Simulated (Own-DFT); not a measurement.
## Calculated data, Hf$_{36}$O$_{71}$ (tetragonal hafnia with one neutral oxygen vacancy, atoms displaced)

A calculation, not a measurement: plane-wave PBE and HSE06 DFT by an unreviewed code, no spin, of a simulated cell at Gamma alone, so results move with cell size and shape, stress positive in tension, energies less offsets, not probed for a lower state with spin; hafnium file: forces about 75 meV/angstrom off all-electron values; oxygen file: force components 24 meV/angstrom off all-electron in a glass; k mesh not checked against a denser one; forces and stress are PBE's, HSE06 gives the energy alone, and its difference from PBE has offsets of its own; offsets are fitted by least squares, one for each functional and potential file, so energies compare only between cells with the same atoms and settings and are not formation energies; the far tail of each file's local potential was reset to the Coulomb form; each entry is a single point on an unrelaxed cell, so the pressure reflects the starting lattice, taken from the Materials Project, from which strain is counted, and rises with the displacements; printed positions are rounded, which can move forces by about a meV/angstrom; the program is a retired in-house code; no spin-orbit coupling. Program: Own-DFT development build.

Common to all runs: first functional PBE; second functional HSE06; exact exchange share 0.25; screening 0.11 1/bohr; exchange divergence Gygi-Baldereschi; potential files PseudoDojo norm-conserving, scalar-relativistic, made for PBE, standard set; wave cutoff 48 hartree; occupations fixed; k mesh 1 x 1 x 1 centred on Gamma.

(1) Hf$_{36}$O$_{71}$ (tetragonal hafnia with one neutral oxygen vacancy, atoms displaced)

```
Hf36O71
1.0
     10.7800     0.0000     0.0000
      0.0000    10.7800     0.0000
      0.0000     0.0000    10.4493
Hf O Hf O Hf O Hf O Hf O Hf O Hf O Hf O Hf O Hf O Hf O Hf O Hf O Hf O Hf O Hf O Hf O Hf O
2 4 2 4 2 4 2 4 2 4 2 4 2 4 2 4 2 4 2 4 2 4 2 4 2 3 2 4 2 4 2 4 2 4 2 4
Direct
  0.00026 0.99582 0.00233
  0.16271 0.16374 0.25852
  0.00564 0.17019 0.15636
  0.16888 0.99893 0.34845
  0.00237 0.15894 0.40938
  0.17334 0.00519 0.09744
  0.99699 0.99979 0.49274
  0.15959 0.16327 0.75124
  0.00278 0.16994 0.64483
  0.16424 0.00463 0.84571
  0.00840 0.16774 0.90173
  0.16259 0.99184 0.60222
  0.00220 0.33332 0.00478
  0.16675 0.50356 0.24481
  0.99530 0.49823 0.14756
  0.16635 0.33982 0.34935
  0.99276 0.49780 0.39967
  0.17232 0.33687 0.09586
  0.98530 0.33988 0.49688
  0.16719 0.49940 0.74943
  0.99544 0.49768 0.65925
  0.16834 0.32982 0.85307
  0.00688 0.50157 0.89994
  0.17550 0.33336 0.59741
  0.98754 0.66812 0.00523
  0.16702 0.83587 0.25164
  0.99753 0.84162 0.15154
  0.16435 0.66755 0.34797
  0.99332 0.83648 0.40215
  0.16764 0.67035 0.09341
  0.00410 0.66214 0.49543
  0.16589 0.82380 0.75512
  0.99123 0.83510 0.65273
  0.16212 0.66560 0.84810
  0.99631 0.82959 0.89450
  0.17225 0.66901 0.60296
  0.33076 0.00814 0.00434
  0.49929 0.17147 0.25297
  0.33500 0.16903 0.15166
  0.50415 0.99274 0.34299
  0.32955 0.16201 0.40101
  0.50722 0.00804 0.10432
  0.33301 0.00501 0.50231
  0.50512 0.17174 0.74290
  0.33293 0.17493 0.64736
  0.49568 0.99955 0.83978
  0.33461 0.17019 0.90613
  0.50576 0.00122 0.59259
  0.32294 0.32605 0.99503
  0.49643 0.49157 0.25880
  0.32669 0.50342 0.15161
  0.50712 0.34425 0.35011
  0.33291 0.49383 0.40479
  0.50150 0.33813 0.09136
  0.33038 0.33746 0.49378
  0.50368 0.49866 0.74965
  0.33890 0.50445 0.65099
  0.50159 0.33677 0.85555
  0.33242 0.50080 0.90028
  0.50388 0.33534 0.59124
  0.33680 0.66391 0.99860
  0.49691 0.83109 0.24816
  0.34043 0.83476 0.15503
  0.50609 0.66152 0.35350
  0.32605 0.83336 0.40028
  0.50998 0.66819 0.09719
  0.33830 0.66971 0.49828
  0.49785 0.82957 0.75128
  0.32986 0.82896 0.65392
  0.50517 0.65733 0.84437
  0.33959 0.83558 0.90342
  0.50112 0.66367 0.59849
  0.67776 0.99937 0.99526
  0.82583 0.16850 0.24988
  0.83026 0.00654 0.34604
  0.66201 0.15923 0.40420
  0.83276 0.99831 0.10447
  0.67351 0.99941 0.50057
  0.83561 0.16891 0.74133
  0.66372 0.17125 0.64568
  0.83749 0.00335 0.84612
  0.66635 0.16103 0.89840
  0.82929 0.00301 0.59316
  0.66793 0.33350 0.00208
  0.83499 0.49727 0.24277
  0.67077 0.50023 0.15056
  0.83495 0.33104 0.35264
  0.67318 0.50833 0.40692
  0.83897 0.33970 0.09061
  0.67694 0.33276 0.50241
  0.82510 0.49916 0.74766
  0.66980 0.49628 0.66327
  0.83618 0.33119 0.84898
  0.67425 0.50315 0.90600
  0.83344 0.32353 0.59386
  0.66469 0.67281 0.99750
  0.83452 0.82458 0.24795
  0.66484 0.83052 0.14509
  0.82961 0.66203 0.35755
  0.66352 0.83783 0.40472
  0.83822 0.66357 0.10416
  0.66316 0.66062 0.49396
  0.83845 0.83827 0.75135
  0.65680 0.82936 0.64788
  0.83353 0.66839 0.84681
  0.66675 0.83436 0.88814
  0.85425 0.66253 0.59894
```

* PBE energy of cell above offsets: -95.901 eV
* HSE06 less PBE above offsets: 0.105 eV
* PBE pressure: 2.38 GPa
* PBE stress xx: -2.6 GPa
* PBE stress yy: -2.07 GPa
* PBE stress zz: -2.48 GPa
* PBE stress yz: 0.8 GPa
* PBE stress xz: 0.72 GPa
* PBE stress xy: 0.05 GPa

Force:
```csv
element,x (eV/Å),y (eV/Å),z (eV/Å)
Hf,0.6,0.818,-0.967
Hf,1.03,1.168,-0.366
O,-1.435,-0.094,-0.087
O,-0.452,-0.252,-0.005
O,0.352,2.627,-1.393
O,-1.922,-0.593,0.663
Hf,0.621,-1.03,2.251
Hf,1.091,0.906,-0.921
O,-0.929,0.014,0.832
O,0.174,-1.792,1.058
O,-0.715,-0.556,0.553
O,0.438,0.636,-1.012
Hf,1.116,0.403,-1.946
Hf,-0.154,-0.452,0.055
O,1.374,0.264,0.351
O,-0.216,-0.838,-0.695
O,0.239,0.451,-0.323
O,-1.921,0.103,1.282
Hf,4.328,-1.255,0.275
Hf,0.204,-0.502,0.21
O,0.925,-1.164,-1.356
O,0.072,0.429,-0.717
O,-0.389,-0.123,1.231
O,-1.964,0.802,-0.087
Hf,3.16,-1.234,-2.769
Hf,1.016,-0.671,-0.227
O,0.624,-0.287,-0.293
O,-0.144,-0.205,-0.34
O,0.268,-1.14,-0.989
O,-0.752,0.289,0.477
Hf,0.122,0.988,1.035
Hf,-0.213,1.479,-1.371
O,1.988,0.3,-0.267
O,0.704,-0.224,0.208
O,0.035,0.942,1.572
O,-1.092,-0.394,-0.812
Hf,2.605,-0.616,-1.086
Hf,0.555,-1.835,-0.73
O,-0.452,0.143,0.608
O,-0.932,1.538,0.04
O,0.566,1.309,-0.637
O,0.218,0.492,-1.193
Hf,0.28,-0.95,1.137
Hf,-1.633,-0.686,0.847
O,0.357,-1.088,0.764
O,0.1,0.692,0.108
O,-0.042,-1.572,-0.983
O,-1.364,0.383,0.037
Hf,2.075,1.905,-0.012
Hf,0.251,2.856,-3.152
O,1.615,0.414,0.529
O,0.066,-3.348,0.676
O,0.191,2.63,-1.454
O,-0.422,-0.461,1.476
Hf,-0.218,-1.833,2.408
Hf,-1.798,-0.903,0.238
O,-0.479,-0.295,0.17
O,0.514,-0.574,-1.49
O,-0.246,-0.032,0.187
O,0.301,0.064,0.201
Hf,-0.089,-0.001,-0.026
Hf,1.795,0.498,0.622
O,-1.879,-0.043,-0.489
O,-0.685,0.352,-0.385
O,0.353,-0.026,0.159
O,-2.096,-0.213,-0.053
Hf,-0.23,-0.263,1.268
Hf,0.139,0.799,-0.499
O,0.852,0.036,-0.196
O,-0.114,1.536,1.041
O,-0.609,-0.616,0.54
O,-0.071,-0.243,-0.343
Hf,-2.293,-0.38,-0.006
Hf,0.165,-0.921,-0.338
O,0.251,-0.917,-0.426
O,0.209,2.572,-1.168
O,0.286,0.774,-0.794
Hf,-2.341,-1.529,-0.586
Hf,0.044,-0.1,1.161
O,1.571,0.327,0.346
O,0.194,0.343,0.522
O,0.208,0.875,0.61
O,1.567,0.269,1.352
Hf,-0.694,0.282,-0.813
Hf,-1.005,0.533,0.939
O,-0.493,-0.323,0.892
O,-0.331,-0.017,-0.45
O,-0.012,-3.863,-0.764
O,-1.109,-0.788,1.527
Hf,-3.342,-0.493,-1.076
Hf,3.01,1.353,2.73
O,-0.846,-0.141,-2.598
O,-0.207,-0.354,-1.032
O,0.186,-0.405,0.048
O,-0.352,0.407,1.646
Hf,0.3,-0.483,-0.577
Hf,-1.525,0.959,1.528
O,1.184,-0.1,0.278
O,0.553,0.765,-1.858
O,0.835,-1.607,-0.872
O,-1.872,0.697,0.908
Hf,0.892,4.072,1.828
Hf,-1.623,-1.44,-0.969
O,2.09,-0.015,0.341
O,0.062,-0.152,0.506
O,0.087,0.256,1.58
O,-3.308,-0.31,0.15
```

(2) Hf$_{36}$O$_{71}$ (tetragonal hafnia with one neutral oxygen vacancy, atoms displaced)

```
Hf36O71
1.0
     10.7800     0.0000     0.0000
      0.0000    10.7800     0.0000
      0.0000     0.0000    10.4493
Hf O Hf O Hf O Hf O Hf O Hf O Hf O Hf O Hf O Hf O Hf O Hf O Hf O Hf O Hf O Hf O Hf O Hf O
2 4 2 4 2 4 2 4 2 4 2 3 2 4 2 4 2 4 2 4 2 4 2 4 2 4 2 4 2 4 2 4 2 4 2 4
Direct
  0.00265 0.99807 0.00037
  0.16916 0.16573 0.24738
  0.00210 0.16603 0.15290
  0.16584 0.99886 0.34196
  0.00396 0.16060 0.40392
  0.16825 0.99604 0.09910
  0.00373 0.99841 0.49598
  0.16527 0.16715 0.74594
  0.99895 0.16617 0.65046
  0.16690 0.99682 0.84707
  0.00019 0.16828 0.89935
  0.16714 0.99862 0.59206
  0.99669 0.33130 0.99744
  0.17246 0.49683 0.24605
  0.00252 0.49551 0.15347
  0.16674 0.33776 0.34725
  0.99695 0.50173 0.40375
  0.16916 0.33241 0.09635
  0.00063 0.33040 0.49546
  0.16023 0.50110 0.75106
  0.00307 0.50069 0.64830
  0.17013 0.33099 0.85156
  0.99862 0.50071 0.90077
  0.17150 0.33143 0.60112
  0.00083 0.66402 0.00402
  0.16668 0.83302 0.24887
  0.00014 0.83422 0.15477
  0.16869 0.66626 0.34846
  0.00110 0.83558 0.40102
  0.16614 0.66853 0.09821
  0.00096 0.66519 0.49648
  0.16738 0.83266 0.75604
  0.00280 0.83151 0.65981
  0.16760 0.66589 0.84886
  0.99746 0.82829 0.90374
  0.33370 0.99892 0.99857
  0.50323 0.16523 0.24669
  0.32994 0.16341 0.15667
  0.50365 0.00314 0.34772
  0.33250 0.16352 0.40319
  0.50078 0.99696 0.09626
  0.33428 0.00071 0.49907
  0.49891 0.16532 0.74976
  0.33373 0.16534 0.65122
  0.50329 0.00491 0.85150
  0.33686 0.16638 0.90030
  0.50218 0.00114 0.60026
  0.33827 0.33221 0.99953
  0.50117 0.49639 0.24946
  0.33666 0.50469 0.15020
  0.49852 0.33446 0.35048
  0.32837 0.49898 0.40312
  0.50060 0.33008 0.09294
  0.32748 0.33338 0.50042
  0.50263 0.50362 0.74570
  0.33435 0.49763 0.65037
  0.50006 0.33108 0.84229
  0.33271 0.49971 0.90381
  0.50174 0.33582 0.59829
  0.33446 0.66835 0.99677
  0.49843 0.83609 0.25447
  0.32942 0.83153 0.15213
  0.50482 0.66752 0.34977
  0.33196 0.83482 0.40167
  0.49925 0.67190 0.10128
  0.33421 0.66693 0.49867
  0.50374 0.83337 0.74995
  0.33212 0.83342 0.65244
  0.50030 0.66313 0.84264
  0.33300 0.83281 0.89996
  0.50059 0.66736 0.59199
  0.66623 0.99918 0.99679
  0.83200 0.16938 0.25299
  0.66310 0.16537 0.15529
  0.83844 0.99887 0.34638
  0.66635 0.17062 0.40052
  0.83429 0.00270 0.09495
  0.66206 0.99828 0.49942
  0.82878 0.16519 0.74975
  0.66718 0.16263 0.65160
  0.83013 0.99942 0.84202
  0.66187 0.16635 0.89955
  0.83405 0.99818 0.59814
  0.66802 0.33776 0.00378
  0.83215 0.49663 0.24514
  0.66591 0.50292 0.14852
  0.82966 0.33319 0.34849
  0.67089 0.50332 0.40036
  0.83312 0.33147 0.10146
  0.66685 0.33528 0.50328
  0.83407 0.50196 0.74950
  0.66394 0.50294 0.64860
  0.83159 0.33453 0.84552
  0.66710 0.49509 0.90118
  0.83314 0.33200 0.59504
  0.66562 0.66332 0.00221
  0.83161 0.83351 0.25253
  0.66620 0.83287 0.15262
  0.83711 0.66935 0.34906
  0.66787 0.83048 0.40563
  0.82783 0.66516 0.10235
  0.66393 0.66345 0.49964
  0.83564 0.82957 0.74922
  0.66261 0.83535 0.65468
  0.83530 0.66840 0.85080
  0.66829 0.83127 0.90242
  0.83618 0.66457 0.59668
```

* PBE energy of cell above offsets: -101.185 eV
* HSE06 less PBE above offsets: -0.152 eV
* PBE pressure: 0.79 GPa
* PBE stress xx: -0.61 GPa
* PBE stress yy: -0.32 GPa
* PBE stress zz: -1.45 GPa
* PBE stress yz: 0.09 GPa
* PBE stress xz: 0.22 GPa
* PBE stress xy: -0.01 GPa

Force:
```csv
element,x (eV/Å),y (eV/Å),z (eV/Å)
Hf,-0.44,0.065,0.072
Hf,-0.729,0.003,0.572
O,-0.392,0.233,-0.085
O,0.176,0.249,0.376
O,-0.197,1.679,-0.572
O,-0.204,0.307,-0.644
Hf,-0.884,-0.402,0.815
Hf,0.016,0.168,0.376
O,0.105,0.301,0.167
O,-0.14,1.01,0.268
O,-0.114,-0.564,0.404
O,0.271,0.25,0.426
Hf,1.265,-0.191,0.146
Hf,-0.279,0.881,0.372
O,-0.48,0.225,-0.269
O,-0.192,-1.133,0.307
O,-0.056,-0.877,-0.263
O,-0.102,0.187,0.067
Hf,0.122,0.229,0.607
Hf,1.645,-0.471,-0.044
O,-0.568,0.067,0.357
O,-0.471,0.139,-0.659
O,-0.01,-0.31,-0.029
O,-1.613,-0.198,-0.17
Hf,-0.492,0.518,0.094
Hf,-0.287,-0.232,0.29
O,-0.452,-0.163,-0.433
O,-0.108,-0.229,0.057
O,0.134,-0.79,0.381
O,0.146,-0.313,-0.31
Hf,0.465,0.423,0.167
Hf,0.189,-0.367,-1.114
O,0.152,-0.351,-0.659
O,-0.113,-0.141,-0.255
O,0.178,0.627,0.449
Hf,0.11,0.178,0.066
Hf,-0.799,0.42,0.941
O,1.35,0.102,-0.832
O,0.03,-0.398,0.25
O,-0.203,0.638,-0.085
O,-0.441,0.177,0.356
Hf,-0.347,-0.116,0.5
Hf,0.199,0.563,-0.011
O,-0.167,-0.15,-0.014
O,-0.25,-1.551,-0.363
O,-0.174,-0.35,0.525
O,-0.735,-0.246,-0.253
Hf,-1.306,0.188,-1.26
Hf,-0.309,0.93,0.692
O,0.224,-0.423,0.231
O,0.108,-0.089,-0.926
O,0.422,0.273,-0.375
O,0.332,0.235,1.005
Hf,1.489,0.025,0.119
Hf,-1.246,-1.704,0.034
O,-0.497,0.669,0.326
O,-0.098,0.929,0.419
O,0.209,0.092,0.168
O,-0.32,-0.232,-0.476
Hf,-0.088,-0.487,0.613
Hf,0.105,-0.811,-1.014
O,1.042,0.172,-0.027
O,-0.371,-0.536,-0.499
O,0.536,-0.065,-0.043
O,0.127,-0.256,-0.77
Hf,-1.189,-0.156,0.294
Hf,-0.769,0.51,0.239
O,0.306,-0.404,0.088
O,0.076,0.912,0.677
O,0.284,0.188,0.228
O,-0.334,-0.002,0.793
Hf,0.348,-0.086,0.016
Hf,0.174,-1.247,-0.312
O,1.096,0.143,-0.559
O,-0.577,0.634,-0.12
O,0.092,-0.608,0.261
O,-0.103,0.056,-0.26
Hf,1.37,0.515,0.37
Hf,0.504,-0.348,-0.394
O,-0.247,0.328,-0.259
O,0.171,-0.209,0.568
O,0.734,0.638,0.783
O,-0.109,-0.164,-0.696
Hf,-0.208,-1.377,-1.388
Hf,0.67,1.297,1.22
O,-0.344,-0.725,-0.022
O,0.619,0.071,-0.103
O,-0.137,-0.937,-0.312
O,-0.182,0.171,-0.141
Hf,-0.473,-0.238,-0.434
Hf,0.026,0.21,-0.307
O,1.127,0.003,0.193
O,0.22,0.024,0.344
O,0.075,0.987,-0.059
O,0.312,0.328,0.209
Hf,-0.145,0.866,-0.048
Hf,0.169,-0.128,-0.25
O,-0.091,0.258,0.348
O,-0.068,-0.66,-0.452
O,-0.153,0.71,-0.221
O,1.026,-0.324,-0.455
Hf,0.909,0.386,-0.247
Hf,-0.264,0.791,-0.212
O,0.926,-0.249,-0.305
O,-0.368,-1.094,-0.196
O,-0.408,-0.217,0.145
O,-0.542,0.138,0.411
```
